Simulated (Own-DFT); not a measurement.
## Calculated data, Si3N4 (beta silicon nitride, atoms displaced)

A calculation, not a measurement: plane-wave PBE density functional theory by an unreviewed code, no spin, of a simulated periodic cell, stress positive in tension, free energy of the whole cell less one offset for each atom, forces on such cells passed a denser k mesh, this cell's mesh not checked; offsets are fitted by least squares, one for each functional and potential file, so energies compare only between cells with the same atoms and settings and are not formation energies; the far tail of each file's local potential was reset to the Coulomb form; each entry is a single point on an unrelaxed cell, so the pressure reflects the starting lattice, mostly measured values (interpolated for alloys), from which strain is counted, and rises with the displacements; printed positions are rounded, which can move forces by about a meV/angstrom; the program, named Own-DFT, is a retired in-house code; no spin-orbit coupling. Program: Own-DFT development build.

Common to all runs: functional PBE; potential files PseudoDojo norm-conserving, scalar-relativistic, standard set; wave cutoff 42 hartree; occupations Fermi-Dirac; smearing width 0.1 eV; k mesh 3 x 3 x 3 centred on Gamma.

(1) Si3N4 (beta silicon nitride, atoms displaced)

```
Si3N4
1.0
      7.6060     0.0000     0.0000
     -3.8030     6.5870     0.0000
      0.0000     0.0000     8.7270
Si N Si N Si N
6 8 6 8 6 8
Direct
  0.19165 0.76868 0.09073
  0.21389 0.39617 0.08308
  0.58805 0.82564 0.09049
  0.84962 0.24418 0.23913
  0.75924 0.59555 0.24964
  0.37908 0.16214 0.26137
  0.32016 0.02645 0.07248
  0.98644 0.33080 0.08083
  0.68568 0.66618 0.07754
  0.66916 0.96586 0.26263
  0.02052 0.70758 0.26363
  0.27846 0.33745 0.24729
  0.32732 0.67160 0.07321
  0.65785 0.33732 0.23619
  0.18609 0.79564 0.43697
  0.21004 0.37533 0.40078
  0.61573 0.84486 0.41084
  0.81518 0.21184 0.57492
  0.74868 0.58032 0.58726
  0.41763 0.18063 0.57912
  0.31171 0.03032 0.41919
  0.95913 0.28037 0.40124
  0.72605 0.67937 0.42045
  0.65739 0.96022 0.57660
  0.04889 0.71341 0.58452
  0.31177 0.36783 0.57693
  0.30712 0.64532 0.40611
  0.67076 0.34360 0.58797
  0.16281 0.77187 0.76795
  0.22758 0.38713 0.73045
  0.59899 0.81673 0.76246
  0.82160 0.24249 0.90895
  0.76667 0.58414 0.90498
  0.41104 0.16860 0.91919
  0.32610 0.01782 0.75936
  0.98193 0.30398 0.73420
  0.68131 0.65027 0.75895
  0.66849 0.97009 0.92829
  0.03136 0.69633 0.91369
  0.30261 0.32087 0.90565
  0.34648 0.66832 0.73396
  0.66955 0.34330 0.90875
```

| Item | Value |
| --- | --- |
| free energy of cell above offsets | 6.930 eV |
| pressure | 14.55 GPa |
| stress xx | -10.65 GPa |
| stress yy | -13.45 GPa |
| stress zz | -19.53 GPa |
| stress yz | 3.16 GPa |
| stress xz | 2.67 GPa |
| stress xy | -0.32 GPa |

Force:
```tsv
element	x (eV/Å)	y (eV/Å)	z (eV/Å)
Si	-8.135	0.442	1.299
Si	7.073	4.324	-4.682
Si	0.341	-1.04	0.102
Si	-6.615	-1.916	-0.525
Si	1.656	0.523	-1.279
Si	2.041	3.329	-6.275
N	0.207	0.148	4.778
N	-6.454	-3.436	-2.455
N	1.302	-0.441	0.322
N	-0.091	5.221	-8.413
N	2.336	1.197	-2.119
N	6.827	-4.539	-4.739
N	5.711	-2.972	0.083
N	0.34	-2.708	1.071
Si	1.628	-9.899	-4.937
Si	-3.531	7.264	7.944
Si	-1.137	-9.446	4.876
Si	0.629	2.885	0.096
Si	2.257	5.871	-0.591
Si	-2.521	-0.328	3.261
N	0.936	5.887	1.319
N	0.067	-0.359	4.558
N	-3.723	1.115	0.409
N	0.503	1.353	3.465
N	-5.041	-2.382	5.593
N	6.672	-5.372	-7.166
N	1.555	3.222	-0.194
N	1.988	-5.477	-0.666
Si	5.797	-1.201	-7.925
Si	-1.412	5.22	8.082
Si	-3.33	0.417	-1.441
Si	2.779	-0.983	-0.23
Si	-0.099	4.104	4.938
Si	-1.468	1.546	-1.788
N	0.737	4.385	-2.435
N	-4.377	-2.562	1.136
N	0.885	0.926	-3.328
N	0.475	2.645	-1.742
N	-3.27	-2.24	5.739
N	-1.994	0.497	1.544
N	-2.432	-0.906	2.108
N	0.885	-4.313	0.208
```

(2) Si3N4 (beta silicon nitride, atoms displaced)

```
Si3N4
1.0
      7.6060     0.0000     0.0000
     -3.8030     6.5870     0.0000
      0.0000     0.0000     8.7270
Si N Si N Si N
6 8 6 8 6 8
Direct
  0.18562 0.77173 0.08494
  0.22246 0.38901 0.07764
  0.59641 0.83645 0.08263
  0.85046 0.24541 0.26884
  0.77953 0.61175 0.23950
  0.39329 0.16223 0.24215
  0.34014 0.05569 0.08537
  0.00082 0.32449 0.07547
  0.68466 0.68212 0.08737
  0.67052 0.95880 0.24325
  0.06603 0.71961 0.23976
  0.32370 0.35742 0.25719
  0.32307 0.65447 0.08318
  0.67930 0.35631 0.26435
  0.16343 0.79054 0.41052
  0.22351 0.38954 0.41193
  0.58780 0.81735 0.41969
  0.83128 0.24433 0.56188
  0.78072 0.59212 0.60387
  0.39430 0.16741 0.60340
  0.32262 0.01151 0.41691
  0.98436 0.29393 0.42065
  0.67587 0.65875 0.40842
  0.68215 0.99009 0.58253
  0.06007 0.70625 0.60207
  0.29280 0.32210 0.56107
  0.33505 0.67439 0.43409
  0.65054 0.32156 0.57363
  0.17884 0.77958 0.76141
  0.21646 0.38196 0.74170
  0.59767 0.84667 0.74130
  0.82718 0.23490 0.91573
  0.76912 0.58538 0.90133
  0.40376 0.17494 0.91204
  0.31025 0.03083 0.76278
  0.94551 0.28119 0.71767
  0.69507 0.66504 0.73323
  0.64929 0.96718 0.90512
  0.03141 0.70244 0.90701
  0.28860 0.31864 0.91113
  0.33776 0.65714 0.75061
  0.68105 0.34122 0.92542
```

| Quantity | Value |
| --- | --- |
| free energy of cell above offsets | 8.998 eV |
| pressure | 15.04 GPa |
| stress xx | -12.71 GPa |
| stress yy | -10.49 GPa |
| stress zz | -21.92 GPa |
| stress yz | -3.72 GPa |
| stress xz | 2.06 GPa |
| stress xy | -1.08 GPa |

Force:
```tsv
element	x (eV/Å)	y (eV/Å)	z (eV/Å)
Si	1.819	0.715	-4.921
Si	8.231	5.625	1.846
Si	-3.221	-1.952	-2.261
Si	-5.053	-2.145	-7.257
Si	-1.38	-0.06	2.02
Si	1.48	6.199	8.259
N	0.185	-5.651	-5.516
N	-10.78	-5.607	0.676
N	5.747	-3.084	-3.151
N	-0.017	5.452	3.414
N	-7.102	-2.981	2.599
N	0.684	-3.424	-4.49
N	1.839	2.405	-0.522
N	2.352	-3.168	-1.15
Si	3.776	-8.934	4.134
Si	2.146	7.812	-0.685
Si	-1.487	1.302	-0.274
Si	-5.02	-2.424	1.48
Si	2.088	-1.563	-8.713
Si	0.491	1.028	-6.423
N	0.774	10.82	0.448
N	-1.721	-0.316	-1.357
N	5.292	-0.316	1.492
N	-0.496	-2.792	-2.416
N	-5.791	-2.176	-5.661
N	2.417	-2.436	7.35
N	-2.122	-2.372	-1.476
N	1.38	1.975	1.24
Si	5.185	-2.594	-1.052
Si	-1.681	3.112	-1.919
Si	0.008	-4.45	-1.409
Si	1.78	-0.905	-1.691
Si	-2.32	3.874	2.325
Si	1.258	2.719	3.394
N	0.91	0.348	-1.409
N	4.916	2.824	9.181
N	-2.929	2.021	6.503
N	0.913	3.06	3.378
N	-1.54	-0.466	4.84
N	0.628	-0.371	-0.799
N	-1.06	1.079	0.597
N	-2.579	-2.183	-0.624
```

(3) Si3N4 (beta silicon nitride, atoms displaced)

```
Si3N4
1.0
      7.6060     0.0000     0.0000
     -3.8030     6.5870     0.0000
      0.0000     0.0000     8.7270
Si N Si N Si N
6 8 6 8 6 8
Direct
  0.16934 0.75106 0.08026
  0.22612 0.41643 0.07000
  0.59455 0.79437 0.07626
  0.82047 0.22601 0.23791
  0.76881 0.59586 0.26989
  0.41685 0.17320 0.28432
  0.33524 0.00917 0.08085
  0.97205 0.32743 0.07650
  0.67659 0.64644 0.09439
  0.64403 0.95133 0.25231
  0.03573 0.72646 0.24721
  0.32011 0.32670 0.25151
  0.32594 0.66826 0.06550
  0.68768 0.36766 0.24421
  0.17291 0.77267 0.40190
  0.24217 0.42438 0.43387
  0.60868 0.81845 0.40639
  0.81872 0.21832 0.58909
  0.76307 0.59601 0.58443
  0.40430 0.16680 0.58159
  0.33176 0.02063 0.41444
  0.95639 0.31002 0.42924
  0.71947 0.67354 0.40716
  0.63949 0.92815 0.56475
  0.03200 0.69894 0.57869
  0.26796 0.31717 0.58447
  0.33600 0.66798 0.42473
  0.66638 0.34893 0.59353
  0.20268 0.79001 0.76699
  0.22934 0.40823 0.75496
  0.59849 0.81778 0.73642
  0.82739 0.22244 0.91028
  0.76922 0.61624 0.90176
  0.40050 0.17094 0.92631
  0.32784 0.02009 0.76313
  0.95314 0.31706 0.74100
  0.68813 0.65443 0.74994
  0.66153 0.95862 0.90865
  0.02505 0.72054 0.91690
  0.28635 0.32195 0.91216
  0.33850 0.65112 0.74040
  0.69394 0.35001 0.92029
```

| Item | Value |
| --- | --- |
| free energy of cell above offsets | 8.116 eV |
| pressure | 14.46 GPa |
| stress xx | -7.21 GPa |
| stress yy | -18.45 GPa |
| stress zz | -17.72 GPa |
| stress yz | 0.95 GPa |
| stress xz | 0.9 GPa |
| stress xy | 5.31 GPa |

Force:
```tsv
element	x (eV/Å)	y (eV/Å)	z (eV/Å)
Si	-4.131	3.396	0.312
Si	3.064	-2.483	3.442
Si	-6.49	5.889	0.303
Si	-0.932	1.272	3.208
Si	5.18	1.099	-11.16
Si	0.891	5.459	-11.63
N	-0.149	3.083	1.52
N	0.651	-1.958	0.423
N	4.376	-1.489	-1.871
N	1.259	3.305	-4.311
N	-0.8	-1.551	-1.504
N	-4.467	2.07	0.774
N	3.861	-1.55	0.314
N	1.58	-10.72	0.875
Si	0.94	-3.068	4.607
Si	-2.352	-3.44	-5.3
Si	-2.351	-3.091	-1.771
Si	-2.573	-0.051	-3.35
Si	4.184	1.385	-0.838
Si	-1.214	1.325	2.601
N	0.491	-1.093	6.842
N	1.92	-0.53	-3.701
N	-6.003	3.616	10.1
N	0.881	7.219	5.546
N	-0.197	1.349	0.875
N	4.559	-2.632	2.799
N	-0.032	1.917	-1.832
N	-0.658	-5.793	-0.986
Si	-2.508	-9.957	-3.06
Si	-1.589	-3.009	-2.175
Si	-1.92	-0.475	1.837
Si	-2.574	1.106	0.349
Si	4.736	-4.912	7.843
Si	2.752	1.072	1.379
N	0.88	8.787	-2.834
N	4.272	-0.028	3.323
N	-2.901	2.102	-4.414
N	1.5	-0.045	0.052
N	1.616	0.177	-0.329
N	0.63	-0.628	0.864
N	-2.092	4.398	1.245
N	-4.29	-1.522	-0.362
```

(4) Si3N4 (beta silicon nitride, atoms displaced)

```
Si3N4
1.0
      7.6060     0.0000     0.0000
     -3.8030     6.5870     0.0000
      0.0000     0.0000     8.7270
Si N Si N Si N
6 8 6 8 6 8
Direct
  0.17550 0.75828 0.07817
  0.24854 0.41930 0.07866
  0.60199 0.80789 0.09111
  0.83788 0.25362 0.24219
  0.75951 0.57776 0.25862
  0.39860 0.15714 0.22948
  0.33751 0.04708 0.06887
  0.96762 0.30501 0.07501
  0.68646 0.65348 0.08681
  0.65568 0.95420 0.24751
  0.03311 0.67638 0.24564
  0.29136 0.31905 0.23191
  0.36576 0.67735 0.09496
  0.67652 0.31746 0.25846
  0.14176 0.73756 0.41281
  0.24021 0.42376 0.41175
  0.58026 0.80745 0.40552
  0.84052 0.26325 0.57690
  0.74841 0.59006 0.59877
  0.40151 0.17541 0.58585
  0.31963 0.02095 0.39353
  0.97112 0.33073 0.41176
  0.69062 0.65921 0.41543
  0.67473 0.99270 0.56340
  0.02882 0.70143 0.58789
  0.30081 0.29994 0.60605
  0.34112 0.65011 0.41493
  0.65843 0.33624 0.58745
  0.18187 0.77618 0.75523
  0.21509 0.41485 0.75166
  0.57205 0.79579 0.74130
  0.83560 0.24516 0.92366
  0.77999 0.62030 0.90068
  0.40246 0.17899 0.92123
  0.32055 0.01099 0.77591
  0.97717 0.30591 0.75388
  0.69909 0.66751 0.74581
  0.69059 0.96065 0.92391
  0.05680 0.70254 0.91430
  0.30250 0.33777 0.91343
  0.32324 0.66536 0.73724
  0.67641 0.35087 0.92599
```

| Quantity | Value |
| --- | --- |
| free energy of cell above offsets | 7.457 eV |
| pressure | 15.7 GPa |
| stress xx | -18.36 GPa |
| stress yy | -12.86 GPa |
| stress zz | -15.89 GPa |
| stress yz | -1.95 GPa |
| stress xz | 1.13 GPa |
| stress xy | 2.72 GPa |

Force:
```tsv
element	x (eV/Å)	y (eV/Å)	z (eV/Å)
Si	2.914	2.274	2.342
Si	-1.398	-1.086	-0.757
Si	1.167	7.391	-1.807
Si	4.478	-5.392	0.333
Si	0.679	-0.772	-2.541
Si	0.492	3.303	5.397
N	-0.138	-7.491	2.28
N	4.213	2.529	3.592
N	5.182	-2.097	-0.626
N	1.26	3.224	0.041
N	-2.63	-0.535	-2.414
N	0.743	0.064	3.84
N	-8.548	-3.605	-1.201
N	-8.537	2.512	-0.236
Si	3.784	4.315	1.872
Si	1.878	-11.68	-0.621
Si	2.221	6.391	1.459
Si	-1.317	-3.631	1.665
Si	4.803	-1.817	-8.482
Si	6.873	-7.123	-1.713
N	-0.451	-1.77	3.494
N	3.215	0.897	-0.131
N	0.9	-0.44	1.774
N	0.236	-3.561	1.772
N	-1.497	-0.891	0.606
N	-10.55	7.583	-1.213
N	-5.144	6.608	0.999
N	1.239	0.282	0.272
Si	-0.734	-1.905	-3.533
Si	6.894	-2.468	0.025
Si	0.611	8.474	0.9
Si	-3.102	-3.734	-4.037
Si	3.026	-3.566	7.434
Si	1.43	3.923	-4.633
N	0.886	6.088	-3.835
N	-5.016	-1.643	-1.308
N	-3.762	2.454	2.284
N	-0.716	-0.074	-1.949
N	-5.344	-2.66	0.842
N	-0.9	0.93	-0.712
N	1.089	-0.883	-0.173
N	-0.429	-0.421	-1.302
```
